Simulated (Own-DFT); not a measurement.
Simulation results for AlN (wurtzite, strained, atoms displaced)

Computed with Own-DFT development build. A calculation, not a measurement: plane-wave PBE density functional theory by an unreviewed code, no spin, of a simulated periodic cell, stress positive in tension, free energy of the whole cell less one offset for each atom, forces on such cells passed a denser k mesh, this cell's mesh not checked; offsets are fitted by least squares, one for each functional and potential file, so energies compare only between cells with the same atoms and settings and are not formation energies; the far tail of each file's local potential was reset to the Coulomb form; each entry is a single point on an unrelaxed cell, so the pressure reflects the starting lattice, mostly measured values (interpolated for alloys), from which strain is counted, and rises with the displacements; printed positions are rounded, which can move forces by about a meV/angstrom; the program, named Own-DFT, is a retired in-house code; no spin-orbit coupling.

Common to all runs: functional PBE; potential files PseudoDojo norm-conserving, scalar-relativistic, standard set; wave cutoff 42 hartree; occupations Fermi-Dirac; smearing width 0.1 eV; k mesh 2 x 2 x 2 centred on Gamma.

```yaml
- entry: 1
  formula: AlN
  kind: "wurtzite, strained, atoms displaced"
  structure:
    cell_angstrom:
      - [12.5346, -0.0383, 0.015]
      - [-6.3004, 10.6413, -0.1536]
      - [0.012, -0.135, 10.0335]
    atoms_fractional:
      - [Al, 0.07308, 0.16555, 0.00344]
      - [Al, 0.17313, 0.08526, 0.25544]
      - ["N", 0.08713, 0.16491, 0.19073]
      - ["N", 0.16446, 0.07688, 0.44378]
      - [Al, 0.07807, 0.16336, 0.49917]
      - [Al, 0.16809, 0.0904, 0.74707]
      - ["N", 0.07721, 0.16265, 0.67822]
      - ["N", 0.15996, 0.0741, 0.94495]
      - [Al, 0.08018, 0.41523, 0.00643]
      - [Al, 0.16746, 0.33663, 0.24608]
      - ["N", 0.08399, 0.4174, 0.19118]
      - ["N", 0.16223, 0.33197, 0.4349]
      - [Al, 0.07751, 0.41393, 0.50789]
      - [Al, 0.15827, 0.3294, 0.7529]
      - ["N", 0.08262, 0.42259, 0.68421]
      - ["N", 0.16971, 0.33833, 0.93786]
      - [Al, 0.08002, 0.66541, 0.00813]
      - [Al, 0.168, 0.58045, 0.24521]
      - ["N", 0.07946, 0.66512, 0.19067]
      - ["N", 0.15911, 0.57433, 0.43316]
      - [Al, 0.07881, 0.668, 0.49667]
      - [Al, 0.15726, 0.5686, 0.7483]
      - ["N", 0.0802, 0.66911, 0.68466]
      - ["N", 0.16575, 0.5814, 0.93896]
      - [Al, 0.07732, 0.91455, 0.99999]
      - [Al, 0.16717, 0.83991, 0.25106]
      - ["N", 0.08252, 0.92003, 0.19189]
      - ["N", 0.16368, 0.82539, 0.43357]
      - [Al, 0.09011, 0.91879, 0.50518]
      - [Al, 0.16575, 0.83699, 0.7571]
      - ["N", 0.08213, 0.91746, 0.69428]
      - ["N", 0.16616, 0.8361, 0.94425]
      - [Al, 0.33817, 0.16245, 0.00204]
      - [Al, 0.41258, 0.08727, 0.24083]
      - ["N", 0.33851, 0.1718, 0.19111]
      - ["N", 0.42296, 0.08048, 0.43291]
      - [Al, 0.33167, 0.16624, 0.50331]
      - [Al, 0.41569, 0.08555, 0.74711]
      - ["N", 0.32826, 0.16088, 0.69617]
      - ["N", 0.41328, 0.0766, 0.94733]
      - [Al, 0.33209, 0.41112, 0.00384]
      - [Al, 0.41203, 0.33326, 0.2477]
      - ["N", 0.33761, 0.41558, 0.19217]
      - ["N", 0.4162, 0.33311, 0.43095]
      - [Al, 0.33519, 0.41595, 0.51285]
      - [Al, 0.41188, 0.33011, 0.75914]
      - ["N", 0.33454, 0.41686, 0.68987]
      - ["N", 0.41837, 0.3309, 0.94365]
      - [Al, 0.33182, 0.6683, 0.00568]
      - [Al, 0.4169, 0.5859, 0.24535]
      - ["N", 0.3234, 0.66333, 0.19366]
      - ["N", 0.42219, 0.58805, 0.44891]
      - [Al, 0.3362, 0.65529, 0.50774]
      - [Al, 0.4216, 0.58754, 0.75325]
      - ["N", 0.33013, 0.66107, 0.68582]
      - ["N", 0.40615, 0.58156, 0.93515]
      - [Al, 0.33646, 0.90854, 0.00566]
      - [Al, 0.42249, 0.83587, 0.2573]
      - ["N", 0.32826, 0.91683, 0.1873]
      - ["N", 0.41601, 0.83174, 0.44127]
      - [Al, 0.33076, 0.91112, 0.50168]
      - [Al, 0.41369, 0.8355, 0.74378]
      - ["N", 0.33847, 0.9153, 0.68939]
      - ["N", 0.42082, 0.83424, 0.93987]
      - [Al, 0.58434, 0.16796, 0.99927]
      - [Al, 0.66597, 0.07808, 0.25089]
      - ["N", 0.58689, 0.16023, 0.18482]
      - ["N", 0.66036, 0.07708, 0.43515]
      - [Al, 0.58373, 0.16308, 0.5075]
      - [Al, 0.67177, 0.0853, 0.75717]
      - ["N", 0.57748, 0.16643, 0.69229]
      - ["N", 0.66599, 0.08596, 0.9352]
      - [Al, 0.57348, 0.40999, 0.99342]
      - [Al, 0.66867, 0.33729, 0.25689]
      - ["N", 0.58924, 0.41895, 0.19116]
      - ["N", 0.66449, 0.32492, 0.44696]
      - [Al, 0.58377, 0.41305, 0.49733]
      - [Al, 0.66977, 0.33292, 0.74752]
      - ["N", 0.58209, 0.418, 0.69047]
      - ["N", 0.66519, 0.33522, 0.94557]
      - [Al, 0.57865, 0.66993, 0.00436]
      - [Al, 0.67174, 0.5824, 0.24696]
      - ["N", 0.58006, 0.66488, 0.18722]
      - ["N", 0.66586, 0.58098, 0.4358]
      - [Al, 0.5873, 0.67138, 0.49797]
      - [Al, 0.66879, 0.58629, 0.74905]
      - ["N", 0.584, 0.6666, 0.69222]
      - ["N", 0.66416, 0.57884, 0.93963]
      - [Al, 0.58768, 0.92292, 0.99761]
      - [Al, 0.66973, 0.8354, 0.2465]
      - ["N", 0.5822, 0.91364, 0.19384]
      - ["N", 0.66565, 0.83081, 0.43806]
      - [Al, 0.58695, 0.92236, 0.49428]
      - [Al, 0.66194, 0.83076, 0.75472]
      - ["N", 0.57836, 0.90549, 0.68422]
      - ["N", 0.67154, 0.83623, 0.94472]
      - [Al, 0.83839, 0.1712, 0.98695]
      - [Al, 0.9092, 0.07923, 0.2563]
      - ["N", 0.83099, 0.16114, 0.18541]
      - ["N", 0.92145, 0.08375, 0.44485]
      - [Al, 0.83325, 0.16545, 0.4909]
      - [Al, 0.91487, 0.08535, 0.74491]
      - ["N", 0.83174, 0.16156, 0.68964]
      - ["N", 0.90418, 0.07613, 0.93896]
      - [Al, 0.83112, 0.41905, 0.99808]
      - [Al, 0.91805, 0.33866, 0.24532]
      - ["N", 0.83039, 0.41963, 0.19756]
      - ["N", 0.91817, 0.325, 0.441]
      - [Al, 0.83107, 0.41121, 0.48992]
      - [Al, 0.92131, 0.33581, 0.76118]
      - ["N", 0.83691, 0.42079, 0.68993]
      - ["N", 0.91673, 0.3294, 0.93886]
      - [Al, 0.83063, 0.66593, 0.9965]
      - [Al, 0.91497, 0.58629, 0.2601]
      - ["N", 0.83186, 0.66431, 0.19531]
      - ["N", 0.91012, 0.58287, 0.44212]
      - [Al, 0.83753, 0.66699, 0.50146]
      - [Al, 0.92476, 0.58159, 0.75205]
      - ["N", 0.83373, 0.66698, 0.70038]
      - ["N", 0.91124, 0.58186, 0.93819]
      - [Al, 0.82461, 0.91165, 0.00627]
      - [Al, 0.91075, 0.8334, 0.25311]
      - ["N", 0.828, 0.91274, 0.19215]
      - ["N", 0.92093, 0.82864, 0.43749]
      - [Al, 0.83316, 0.91557, 0.49927]
      - [Al, 0.91459, 0.83157, 0.74477]
      - ["N", 0.82822, 0.91549, 0.69302]
      - ["N", 0.92067, 0.84016, 0.95045]
  results:
    "free_energy_of_cell_above_offsets [eV]": "-53.596"
    "pressure [GPa]": 5.75
    "stress_xx [GPa]": -2.94
    "stress_yy [GPa]": -10.14
    "stress_zz [GPa]": -4.15
    "stress_yz [GPa]": -2.76
    "stress_xz [GPa]": 0.32
    "stress_xy [GPa]": -1.52
    force_element: [Al, Al, "N", "N", Al, Al, "N", "N", Al, Al, "N", "N", Al, Al, "N", "N", Al, Al, "N", "N", Al, Al, "N", "N", Al, Al, "N", "N", Al, Al, "N", "N", Al, Al, "N", "N", Al, Al, "N", "N", Al, Al, "N", "N", Al, Al, "N", "N", Al, Al, "N", "N", Al, Al, "N", "N", Al, Al, "N", "N", Al, Al, "N", "N", Al, Al, "N", "N", Al, Al, "N", "N", Al, Al, "N", "N", Al, Al, "N", "N", Al, Al, "N", "N", Al, Al, "N", "N", Al, Al, "N", "N", Al, Al, "N", "N", Al, Al, "N", "N", Al, Al, "N", "N", Al, Al, "N", "N", Al, Al, "N", "N", Al, Al, "N", "N", Al, Al, "N", "N", Al, Al, "N", "N", Al, Al, "N", "N"]
    "force_x [eV/angstrom]": [1.721, -1.027, -1.281, 0.031, 1.978, -0.967, 0.338, -0.081, 0.879, 0.436, -0.245, 0.788, 1.201, 1.135, 0.321, -0.992, -0.045, -2.493, 0.271, 0.164, 1.428, 0.445, 1.494, -0.933, 1.727, -0.191, -0.112, -0.183, -0.512, 0.622, 0.35, 0.583, -2.141, 2.747, -1.013, -1.9, 1.115, 0.291, 0.38, 0.85, -0.186, 2.166, -1.855, -0.175, -0.32, 0.734, -0.532, -2.342, -0.152, -0.116, 2.845, 0.839, -2.97, -0.943, -0.427, 1.665, -1.749, -1.984, 1.337, 0.447, 0.316, 1.716, -2.618, 0.171, -0.283, -0.653, -1.104, 1.215, -0.548, -1.248, 1.762, 0.645, 2.891, -0.468, -1.224, -0.18, -0.797, -0.92, 0.119, 0.463, 0.704, -1.603, 0.477, 0.361, 0.54, -0.297, 0.281, -1.186, -0.095, -1.255, 0.456, 0.344, -0.163, 0.608, -0.194, -2.458, -1.357, 1.483, 0.047, -2.151, -0.349, 0.504, -0.598, 1.613, -0.219, 0.014, 1.347, -1.741, 0.749, -1.236, 0.649, -0.531, -0.092, 0.411, 0.412, 1.496, -1.976, -2.119, 0.747, 1.293, 2.529, 1.744, 0.628, -0.995, 0.345, -0.366, 0.701, -2.213]
    "force_y [eV/angstrom]": [-0.964, -0.082, 0.065, 1.715, 1.413, -1.777, 0.835, 3.324, 0.868, -0.789, -1.248, 0.217, 0.351, 0.97, -5.357, -1.469, 0.397, 0.903, -0.194, 0.917, -1.498, 6.699, -0.153, -0.158, 0.32, -1.044, -0.669, 1.985, -1.73, -0.382, 0.156, -0.972, -0.703, -0.667, -0.876, 0.103, 0.026, -1.167, 1.217, 0.621, 1.087, 1.116, 0.594, -0.407, -0.014, 1.003, -1.092, -1.192, -0.24, -0.104, 1.177, -1.832, 1.755, -0.341, -0.082, -0.073, 0.845, -0.344, -0.398, -0.544, 0.323, -1.612, 0.743, -0.42, -0.291, 1.366, 0.985, 2.28, -0.674, -1.247, -0.39, 0.279, 2.233, -1.775, -1.573, 0.924, 0.46, 1.26, -1.21, -0.578, -1.241, 0.277, 0.164, 0.479, -1.249, -0.438, -0.249, 0.786, -0.799, -1.257, -0.367, 1.549, -2.95, 0.602, 1.953, -0.986, -2.425, 1.119, 0.921, -1.275, -1.292, -1.469, 1.643, 1.019, -0.235, -1.291, -0.407, 1.494, 0.494, -0.304, -2.055, 2.222, 0.353, 0.531, 0.772, -1.054, -0.199, 1.177, -0.906, 0.209, 1.134, 0.088, 0.669, 1.295, -0.786, 1.423, -0.377, -1.963]
    "force_z [eV/angstrom]": [-0.254, -0.839, 0.36, -0.059, -1.423, 1.616, 2.589, -1.281, -0.783, 1.076, -1.004, 1.341, -3.114, -1.222, 1.389, 0.649, -1.315, 1.86, 0.803, 1.201, 0.131, 1.296, 0.632, 0.374, 1.342, -0.936, 0.249, 1.285, -0.404, -0.378, -0.601, -0.027, -0.069, 1.093, -0.674, 1.122, -0.893, 1.428, -0.967, -1.366, -0.513, 0.535, -0.961, 2.158, -3.235, -1.554, 2.23, -0.405, -0.972, 1.496, -0.865, -1.85, -1.709, -0.888, 2.036, 1.832, -0.773, -0.425, 1.007, 0.449, -0.987, 0.718, -0.087, -0.271, 0.338, -0.839, 0.831, 0.638, -1.158, -2.385, 0.246, 1.07, 1.881, -0.966, -0.577, -0.777, 0.377, 0.52, -0.004, -1.417, -1.306, 0.445, 0.599, 0.874, 0.679, 0.462, -0.267, 0.209, 0.635, 0.981, -1.215, -0.593, 1.222, -0.509, 0.792, -0.635, 2.413, -0.99, 0.154, -1.128, 1.434, 0.686, -0.363, -0.559, 1.031, 0.762, -0.835, -1.151, 1.573, -3.278, -0.285, 1.074, 0.693, -1.562, -1.274, 0.271, 0.885, -0.072, -1.548, 0.472, -0.425, -0.648, 0.208, 1.193, 0.594, 1.606, -0.717, -1.56]
- entry: 2
  formula: AlN
  kind: "wurtzite, strained, atoms displaced"
  structure:
    cell_angstrom:
      - [12.2545, -0.1375, 0.1035]
      - [-6.2463, 10.667, 0.0992]
      - [0.0829, 0.1395, 9.7857]
    atoms_fractional:
      - [Al, 0.08245, 0.15879, 0.00054]
      - [Al, 0.16577, 0.08639, 0.2399]
      - ["N", 0.09025, 0.17176, 0.19044]
      - ["N", 0.16733, 0.07427, 0.44439]
      - [Al, 0.08004, 0.16108, 0.50011]
      - [Al, 0.16524, 0.07832, 0.75994]
      - ["N", 0.09074, 0.16486, 0.69332]
      - ["N", 0.16998, 0.07372, 0.94405]
      - [Al, 0.07267, 0.40953, 0.99554]
      - [Al, 0.17, 0.33529, 0.2409]
      - ["N", 0.09359, 0.42634, 0.18661]
      - ["N", 0.16818, 0.33554, 0.44874]
      - [Al, 0.08283, 0.41688, 0.4979]
      - [Al, 0.15598, 0.33364, 0.75751]
      - ["N", 0.0811, 0.41784, 0.68755]
      - ["N", 0.16808, 0.33682, 0.93352]
      - [Al, 0.08961, 0.67176, 0.00798]
      - [Al, 0.16165, 0.57799, 0.24995]
      - ["N", 0.07919, 0.6707, 0.18781]
      - ["N", 0.17591, 0.58258, 0.44309]
      - [Al, 0.08468, 0.66793, 0.49876]
      - [Al, 0.16992, 0.58249, 0.7438]
      - ["N", 0.0806, 0.66631, 0.69741]
      - ["N", 0.15554, 0.58309, 0.93533]
      - [Al, 0.08286, 0.91378, 0.99824]
      - [Al, 0.17096, 0.83639, 0.25802]
      - ["N", 0.09073, 0.9225, 0.19614]
      - ["N", 0.16676, 0.84358, 0.43969]
      - [Al, 0.07909, 0.90634, 0.50373]
      - [Al, 0.16513, 0.832, 0.75613]
      - ["N", 0.08075, 0.90982, 0.6968]
      - ["N", 0.16476, 0.83101, 0.93816]
      - [Al, 0.33776, 0.1642, 0.01056]
      - [Al, 0.41757, 0.07599, 0.24928]
      - ["N", 0.32882, 0.16495, 0.18943]
      - ["N", 0.41337, 0.08273, 0.43962]
      - [Al, 0.33278, 0.17206, 0.49479]
      - [Al, 0.41778, 0.09583, 0.74824]
      - ["N", 0.33197, 0.16567, 0.68218]
      - ["N", 0.41041, 0.07976, 0.94222]
      - [Al, 0.3415, 0.42029, 0.99969]
      - [Al, 0.41591, 0.33065, 0.24043]
      - ["N", 0.32727, 0.41364, 0.18602]
      - ["N", 0.41144, 0.33427, 0.43899]
      - [Al, 0.34314, 0.41689, 0.50604]
      - [Al, 0.41512, 0.33451, 0.74415]
      - ["N", 0.33093, 0.41456, 0.69348]
      - ["N", 0.41432, 0.3275, 0.93942]
      - [Al, 0.33506, 0.68103, 0.00911]
      - [Al, 0.41205, 0.57214, 0.24001]
      - ["N", 0.33269, 0.66256, 0.18505]
      - ["N", 0.41568, 0.58071, 0.42992]
      - [Al, 0.32907, 0.66737, 0.49505]
      - [Al, 0.41051, 0.58017, 0.74788]
      - ["N", 0.34072, 0.66891, 0.69234]
      - ["N", 0.41823, 0.58372, 0.94801]
      - [Al, 0.33858, 0.91637, 0.99622]
      - [Al, 0.41867, 0.83713, 0.24061]
      - ["N", 0.33225, 0.91589, 0.199]
      - ["N", 0.42125, 0.83621, 0.44204]
      - [Al, 0.33718, 0.91722, 0.49803]
      - [Al, 0.42361, 0.84188, 0.7489]
      - ["N", 0.32897, 0.91624, 0.69229]
      - ["N", 0.42091, 0.83962, 0.95186]
      - [Al, 0.58161, 0.17114, 0.99422]
      - [Al, 0.66252, 0.0784, 0.2492]
      - ["N", 0.58266, 0.16433, 0.19009]
      - ["N", 0.66595, 0.08872, 0.44257]
      - [Al, 0.58092, 0.16888, 0.49558]
      - [Al, 0.65883, 0.07586, 0.76112]
      - ["N", 0.57976, 0.15779, 0.68902]
      - ["N", 0.66352, 0.07989, 0.9462]
      - [Al, 0.57835, 0.41906, 0.99887]
      - [Al, 0.65853, 0.32461, 0.2543]
      - ["N", 0.58708, 0.42225, 0.18623]
      - ["N", 0.66543, 0.3397, 0.44276]
      - [Al, 0.57834, 0.40912, 0.50017]
      - [Al, 0.67059, 0.33957, 0.74216]
      - ["N", 0.58345, 0.41831, 0.69127]
      - ["N", 0.67116, 0.32704, 0.94138]
      - [Al, 0.58569, 0.67578, 0.0017]
      - [Al, 0.66326, 0.57827, 0.24225]
      - ["N", 0.58763, 0.67153, 0.191]
      - ["N", 0.66524, 0.58415, 0.45119]
      - [Al, 0.5832, 0.67333, 0.50638]
      - [Al, 0.66445, 0.5872, 0.75589]
      - ["N", 0.58622, 0.66959, 0.69957]
      - ["N", 0.67125, 0.58675, 0.9379]
      - [Al, 0.58028, 0.92369, 0.99926]
      - [Al, 0.66248, 0.82801, 0.24343]
      - ["N", 0.58631, 0.91368, 0.19684]
      - ["N", 0.66648, 0.83263, 0.4426]
      - [Al, 0.57837, 0.91537, 0.50266]
      - [Al, 0.67572, 0.83998, 0.74573]
      - ["N", 0.58664, 0.91841, 0.69259]
      - ["N", 0.6723, 0.83039, 0.9299]
      - [Al, 0.82813, 0.16868, 0.9979]
      - [Al, 0.91725, 0.08342, 0.25321]
      - ["N", 0.82917, 0.15889, 0.1951]
      - ["N", 0.90788, 0.07409, 0.45132]
      - [Al, 0.83753, 0.1699, 0.4985]
      - [Al, 0.91706, 0.08686, 0.75539]
      - ["N", 0.83431, 0.17135, 0.69358]
      - ["N", 0.91841, 0.08999, 0.94549]
      - [Al, 0.83143, 0.42169, 0.99716]
      - [Al, 0.91676, 0.33582, 0.25998]
      - ["N", 0.83327, 0.42589, 0.18759]
      - ["N", 0.9142, 0.33398, 0.43829]
      - [Al, 0.82991, 0.42366, 0.4985]
      - [Al, 0.92583, 0.33521, 0.75086]
      - ["N", 0.82925, 0.40789, 0.69543]
      - ["N", 0.91683, 0.33588, 0.93739]
      - [Al, 0.83277, 0.66882, 0.00022]
      - [Al, 0.906, 0.57914, 0.25548]
      - ["N", 0.82813, 0.66495, 0.19542]
      - ["N", 0.91758, 0.5849, 0.44924]
      - [Al, 0.83666, 0.66623, 0.49916]
      - [Al, 0.91482, 0.58145, 0.74764]
      - ["N", 0.83415, 0.67242, 0.68869]
      - ["N", 0.91378, 0.58741, 0.93359]
      - [Al, 0.84107, 0.92267, 0.9989]
      - [Al, 0.91884, 0.84204, 0.24472]
      - ["N", 0.83278, 0.91546, 0.1924]
      - ["N", 0.92468, 0.83857, 0.44725]
      - [Al, 0.83729, 0.91613, 0.5025]
      - [Al, 0.91774, 0.82765, 0.74606]
      - ["N", 0.83585, 0.92275, 0.68702]
      - ["N", 0.91273, 0.83131, 0.94492]
  results:
    "free_energy_of_cell_above_offsets [eV]": "-47.014"
    "pressure [GPa]": 17.68
    "stress_xx [GPa]": -17.16
    "stress_yy [GPa]": -19.69
    "stress_zz [GPa]": -16.18
    "stress_yz [GPa]": 3.66
    "stress_xz [GPa]": 2.18
    "stress_xy [GPa]": -4.38
    force_element: [Al, Al, "N", "N", Al, Al, "N", "N", Al, Al, "N", "N", Al, Al, "N", "N", Al, Al, "N", "N", Al, Al, "N", "N", Al, Al, "N", "N", Al, Al, "N", "N", Al, Al, "N", "N", Al, Al, "N", "N", Al, Al, "N", "N", Al, Al, "N", "N", Al, Al, "N", "N", Al, Al, "N", "N", Al, Al, "N", "N", Al, Al, "N", "N", Al, Al, "N", "N", Al, Al, "N", "N", Al, Al, "N", "N", Al, Al, "N", "N", Al, Al, "N", "N", Al, Al, "N", "N", Al, Al, "N", "N", Al, Al, "N", "N", Al, Al, "N", "N", Al, Al, "N", "N", Al, Al, "N", "N", Al, Al, "N", "N", Al, Al, "N", "N", Al, Al, "N", "N", Al, Al, "N", "N", Al, Al, "N", "N"]
    "force_x [eV/angstrom]": [0.538, 0.285, -1.544, -1.777, 1.246, 0.208, -1.71, -1.129, 2.395, -2.123, -1.385, 0.069, 0.749, 2.332, 1.648, 0.089, -1.923, 0.025, 0.924, -4.438, 0.769, -1.302, 1.566, 2.4, 0.292, -2.109, -0.521, 3.134, 0.025, -0.083, 0.833, 0.988, -1.172, -1.843, 2.548, 0.419, -0.077, 0.285, -0.427, 1.28, -1.655, -0.853, 3.245, 2.322, -3.427, -0.213, -0.232, -0.161, 0.323, -0.145, -0.463, -0.151, 4.153, 1.76, -1.407, -1.01, -3.148, 0.306, 1.233, -1.736, -1.102, -1.555, 1.606, -0.265, 0.32, 0.268, 0.158, 0.352, 0.553, 0.869, 0.049, -0.918, 2.054, 0.476, -0.197, 0.765, -1.484, -1.413, 0.273, -2.535, 0.743, -1.075, -0.207, 0.077, 0.531, 0.849, -1.233, -1.461, 3.721, 0.785, -1.012, -0.342, 2.372, -1.27, 0.322, -1.3, 1.229, -0.14, 0.3, 0.645, -1.161, 0.514, 0.301, -0.189, 1.178, -0.11, 0.661, -0.227, 1.574, -3.576, 1.814, -1.6, 0.704, 0.731, 1.223, 0.552, -2.208, -0.884, 0.53, 0.583, -1.345, 1.293, -0.25, -2.167, -0.711, -2.02, 1.982, 0.77]
    "force_y [eV/angstrom]": [1.829, -1.197, -0.755, 1.437, 0.243, -0.023, 0.404, 2.476, 2.325, -0.346, -3.3, -0.817, -0.776, -0.958, 0.928, -0.762, -1.433, 2.666, -0.503, -0.286, 0.686, 1.024, -0.006, 0.095, -1.663, -0.77, -1.209, -3.019, 3.195, -0.629, 1.351, 1.149, -0.194, 1.498, 0.633, 1.027, -2.363, -2.494, 1.13, 1.019, -1.078, 0.538, -0.38, -0.261, 1.07, -1.028, 0.445, 0.491, -4.516, 2.583, 1.15, 0.649, 0.723, 0.406, 0.943, 1.346, 0.172, -1.99, -0.255, -0.741, 0.065, -1.614, 0.782, -0.034, -2.243, 0.396, -0.036, -0.583, -0.859, 2.03, 1.947, 2.129, -0.201, 1.923, -2.811, -1.457, 2.794, -2.577, -0.033, 2.433, -1.802, 2.136, -2.433, -0.628, -2.062, -0.301, -0.006, -0.635, -2.545, 1.123, 0.771, 1.43, 1.236, -1.452, -0.029, 3.026, 0.187, -0.451, 2.214, 3.182, -1.297, -0.184, -0.895, -0.401, 0.424, -0.259, -2.912, 1.315, -2.2, -0.999, 2.334, -0.919, -0.919, 2.133, 1.442, 0.445, 0.867, -0.104, -2.457, 0.101, -1.187, -1.901, 1.326, -1.734, -2.006, 1.622, 0.087, 1.393]
    "force_z [eV/angstrom]": [-0.79, 3.105, -0.345, -1.197, 0.344, -2.277, 0.678, 0.668, 0.826, 2.532, 0.017, -1.517, 0.043, -3.164, -0.443, 3.395, -2.43, 0.027, 3.102, -1.227, 0.938, 1.04, -2.204, 0.663, 1.178, -1.345, -1.597, 0.799, 1.255, -1.261, -0.264, 1.887, -2.392, 0.766, 1.395, -0.393, 0.007, -0.034, 1.283, -0.274, -1.272, 1.21, -0.459, -1.519, -0.662, 0.88, 0.253, 0.126, -3.015, 1.019, 2.81, 1.546, 0.921, 1.488, -0.739, -0.814, 0.871, 1.844, -2.212, -1.159, 0.869, 0.163, 0.092, -2.323, 0.91, 1.129, -0.523, -0.447, 1.048, -2.352, 0.315, -0.258, -1.12, -1.291, 0.253, -0.7, 0.299, 1.669, 0.168, -1.199, -0.716, 2.757, -0.856, -1.561, -0.559, -1.824, -1.06, 1.658, 1.505, 2.41, -1.89, -0.429, -0.435, -0.027, 0.102, 2.091, 1.034, 0.344, -0.652, -2.233, 0.997, -1.37, 0.295, -0.168, -0.063, -3.651, 0.966, 1.815, 1.496, -0.089, -1.735, 0.713, 0.516, -0.48, -0.439, -1.513, 0.229, 0.052, -0.007, 1.536, -0.01, 1.512, -0.626, -1.875, -0.243, 1.248, 1.319, -0.697]
```
